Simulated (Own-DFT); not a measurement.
# Misfit strain and the stress it brings: wurtzite AlGaN with randomly placed atoms, 128 atoms (Al8Ga56N64)

Calculated, not measured: single-point runs of Own-DFT, a retired in-house plane-wave DFT program that no person has reviewed, on unrelaxed cells, without spin or spin-orbit coupling.

Method: PBE; PseudoDojo norm-conserving scalar-relativistic files; cutoff 42 hartree; 3 x 3 x 3 k mesh centred on Gamma; Fermi-Dirac smearing of 0.05 eV.

Caveats: forces on such cells passed a denser k mesh, each cell not checked; stress not checked against mesh or cutoff.

Unstrained cell vectors in Å: (12.718, 0.000, 0.000); (-6.359, 11.014, 0.000); (0.000, 0.000, 10.319). The unstrained cell has measured lattice constants (interpolated for alloys), not those of this functional. That, the random moves and any unrelaxed bonds set the pressure at no strain. Each run strains x and y alike by e, as a substrate would, and holds the height along z. Each atom got a random Gaussian move of width 0.05 Å along each axis. The random placing of the alloy's atoms differs from row to row. Stress is positive in tension.

| e (%) | u (Å) | (s_xx + s_yy)/2 (GPa) | s_zz (GPa) |
|---|---|---|---|
| -2.75 | 0.049 | -25.10 | -11.47 |
| -2.50 | 0.050 | -22.77 | -12.16 |
| -2.00 | 0.047 | -19.08 | -10.82 |
| -1.25 | 0.051 | -14.03 | -11.07 |
| -0.75 | 0.052 | -11.06 | -11.37 |
| -0.50 | 0.049 | -10.08 | -8.14 |
| 0.75 | 0.050 | -3.72 | -7.10 |
| 1.50 | 0.048 | 0.51 | -6.93 |
| 2.25 | 0.052 | ? | ? |
| 2.50 | 0.050 | 4.68 | -4.63 |

## Fit

With e as a fraction, the in-plane stress is -7.0 + 547 e - 3436 e² GPa (errors 8 and 513, scatter 0.40), and s_zz is -8.5 + 137 e GPa (slope ± 19, scatter 0.97). At e = 0 the first slope is C11 + C12 and the second 2 C13, both with the ions held to the strained lattice and at the cell's own pressure. The term in e² is negative: the layer stiffens under compression and softens under tension. A free layer would change its height as e changes, and the in-plane slope would drop by 2 C13²/C33 to the biaxial modulus. At fixed height, a misfit of 1 % moves the in-plane stress by about 5.5 GPa and s_zz by 1.4 GPa.

## Test on the hidden row

Q: what are the two stresses at e = 2.25 %?

The fitted form gives 3.6 and -5.5 GPa. The hidden result is 3.37 and -5.45 GPa.
